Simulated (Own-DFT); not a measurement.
# How strain changes the stress of wurtzite AlGaN with randomly placed atoms, 72 atoms (Al9Ga27N36)

These are calculations, not measurements. The program, named Own-DFT, is a retired in-house plane-wave density functional code that no person has reviewed. Each row is one single-point run on a periodic cell that was not relaxed, without spin or spin-orbit coupling.

Settings of every run: PBE; PseudoDojo norm-conserving scalar-relativistic files (stringent for Ga); cutoff 96 hartree; 4 x 4 x 3 k mesh centred on Gamma; Gaussian smearing of 0.01 eV.

Known limits: forces on such cells passed a denser k mesh, each cell not checked; stress not checked against mesh or cutoff.

Unstrained cell vectors in Å: (9.509, 0.000, 0.000); (-4.755, 8.235, 0.000); (0.000, 0.000, 10.268). The unstrained cell has measured lattice constants (interpolated for alloys), not those of this functional. That, the random moves and any unrelaxed bonds set the pressure at no strain. Each run strains this cell uniformly, with the atoms carried along. Every atom was also moved at random, by a Gaussian of width 0.05 Å on each axis. The random placing of the alloy's atoms differs from row to row. Strain is the symmetric tensor, in per cent. Stress is positive in tension, and the pressure is minus a third of its trace.

| run | e_xx (%) | e_yy (%) | e_zz (%) | s_xx (GPa) | s_yy (GPa) | s_zz (GPa) | P (GPa) | E (meV/atom) |
|---|---|---|---|---|---|---|---|---|
| 1 | 2.25 | 2.25 | 0.00 | 5.02 | 3.16 | -5.09 | -1.03 | 11.9 |
| 2 | -1.25 | -1.25 | 0.00 | -13.58 | -14.70 | -8.80 | 12.36 | 23.1 |
| 3 | 0.75 | 0.75 | 0.00 | -3.68 | -2.45 | -7.47 | 4.53 | 20.6 |
| 4 | 0.25 | 0.25 | 0.00 | -5.42 | -5.53 | -6.39 | 5.78 | 1.4 |
| 5 | -2.75 | -2.75 | 0.00 | -23.09 | -24.63 | -12.13 | 19.95 | 70.2 |
| 6 | -2.25 | -2.25 | 0.00 | -19.60 | -22.89 | -11.29 | 17.93 | 65.2 |
| 7 | -2.50 | -2.50 | 0.00 | -23.90 | -19.60 | -11.54 | 18.35 | 49.7 |
| 8 | 0.50 | 0.50 | 0.00 | -2.17 | -4.10 | -7.92 | 4.73 | 0.0 |
| 9 | -0.25 | -0.25 | 0.00 | ? | ? | ? | ? | ? |

E is the free energy for each atom above the lowest run shown.

## Worked fit

The change of volume is close to e_xx + e_yy + e_zz. A straight line through the runs shown gives P = 7.70 - 216 x (fractional change of volume) GPa, with an error of 8 on the slope and a scatter of 0.79 GPa. The strain isn't the same on all axes and the cell isn't cubic, so the slope belongs to this path and is not the bulk modulus.

## Withheld run

Question: what pressure should run 9 give? Its volume changes by -0.50 %.

The line gives 8.8 GPa. The calculation gave 8.46 GPa.
